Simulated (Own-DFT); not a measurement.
# Shaking the atoms of beta-Si3N4, 42 atoms (N24Si18)

These are calculations, not measurements. They come from Own-DFT, an in-house plane-wave density functional program, since retired, whose code no person has reviewed. Each row is one single-point run on a periodic cell that was not relaxed, without spin or spin-orbit coupling.

Settings of every run: PBEsol; PseudoDojo norm-conserving scalar-relativistic files, made for PBE; cutoff 42 hartree; 3 x 3 x 3 k mesh centred on Gamma; Fermi-Dirac smearing of 0.1 eV.

Known limits, some of them of some rows only: some atoms lie very close together; forces on such cells passed a denser k mesh, each cell not checked; stress not checked against mesh or cutoff.

Cell vectors in Å: (7.606, 0.000, 0.000); (-3.803, 6.587, 0.000); (0.000, 0.000, 8.727). In each run every atom was moved at random and independently from its ideal site; u is the rms move along one axis. E is the free energy for each atom above the fitted value at u = 0, and F the rms of the force components.

```
run   u (Å)  E (meV/atom)  F (eV/Å)  largest force (eV/Å)  P (GPa)
  1  0.0180          10.7     0.663                  2.15     3.06
  2  0.0193          16.2     0.796                  2.90     3.15
  3  0.0201          23.7     0.942                  3.01     3.09
  4  0.0447             ?         ?                     ?        ?
  5  0.0523         128.0     2.072                  6.70     6.30
  6  0.0830         280.1     3.013                  8.93    10.03
  7  0.0984         467.3     4.308                 17.76    16.19
  8  0.1363         828.5     6.230                 27.77    23.11
```

## Worked fit

For small independent moves the energy grows as E = (3/2) K u², with K the mean stiffness felt by one atom. The runs with u up to 0.11 Å give K = 30.2 ± 2.0 eV/Å², with residuals divided by u² + 0.0006 Å², since the noise grows with the moves. The scatter is 13.4 meV/atom at u = 0.05 Å. The forces follow F = G u with G = 40.9 eV/Å²; no force at u = 0 is resolved. G exceeds K because the moves of its neighbours add to the force on an atom, and stiffness differs between atoms. The pressure follows P = 2.52 + 1308 u² GPa: at fixed volume, shortened bonds push harder than stretched ones pull.

## Withheld run

Question: what energy and rms force should run 4 give?

The fit gives 91 ± 13 meV/atom and about 1.83 eV/Å. The calculation gave 91.5 meV/atom and 1.780 eV/Å.
